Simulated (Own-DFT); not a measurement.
# From a pressure shift to a lattice shift: C11b WSi2, 30 atoms (Si20W10)

Source: density functional calculations with Own-DFT, an unreviewed in-house program that is no longer used. Nothing was measured or relaxed, and spin and spin-orbit coupling are left out.

Keep in mind: forces on such cells failed a check on a denser k mesh; stress not checked against mesh or cutoff.

Each geometry was run with PBE and with PBEsol, otherwise alike: PseudoDojo norm-conserving scalar-relativistic files made for PBE; cutoff 50 hartree; 5 x 5 x 5 k mesh centred on Gamma; cold (Marzari-Vanderbilt) smearing of 0.2 eV. Unstrained cell vectors in Å: (-2.149, -5.953, 3.409); (-6.444, 2.976, 1.136); (-2.553, -2.948, -6.757). Each has a uniform strain, of which the change of volume is shown, and random moves of rms u per axis.

| run | volume change (%) | u (Å) | P with PBE (GPa) | P with PBEsol (GPa) |
|---|---|---|---|---|
| 1 | 0.24 | 0.0467 | 4.82 | 0.73 |
| 2 | -1.47 | 0.0469 | 10.48 | 6.30 |
| 3 | -2.69 | 0.0431 | 13.05 | 8.82 |
| 4 | 2.48 | 0.0542 | 0.56 | -3.41 |
| 5 | 0.80 | 0.0512 | 3.77 | -0.27 |
| 6 | 3.28 | 0.0502 | -0.16 | -4.10 |
| 7 | -0.94 | 0.0502 | 8.34 | 4.19 |
| 8 | -2.22 | 0.0423 | 11.09 | 6.88 |
| 9 | -0.91 | 0.0516 | 8.34 | 4.17 |
| 10 | 1.85 | 0.0513 | 1.82 | -2.19 |
| 11 | -1.30 | 0.0493 | 9.40 | ? |

Question: by how much does PBEsol shrink this cell, and what belongs in the blank?

## Answer

Write v for the change of volume as a fraction. Fitted to v and u², the PBE pressure has a slope of -223 ± 17 GPa in v, with the ions held to the strained lattice. The difference PBEsol less PBE is -4.10 + 5.1 v GPa (slope ± 0.2) and averages -4.10 GPa. Divided by the mean slope of the two, 220 GPa, that makes PBEsol's volume at a given pressure, near 4 GPa, about 1.9 % smaller, or 0.62 % in lengths. At one volume PBEsol's slope is the smaller by 5 GPa, but its pressure there is lower too. If stiffness rises by about 4 GPa for each GPa, PBEsol at equal pressure is stiffer by about 11 GPa. Files made for PBEsol would give a different shift.

For run 11 the line gives 5.23 GPa. The calculation gave 5.23 GPa.
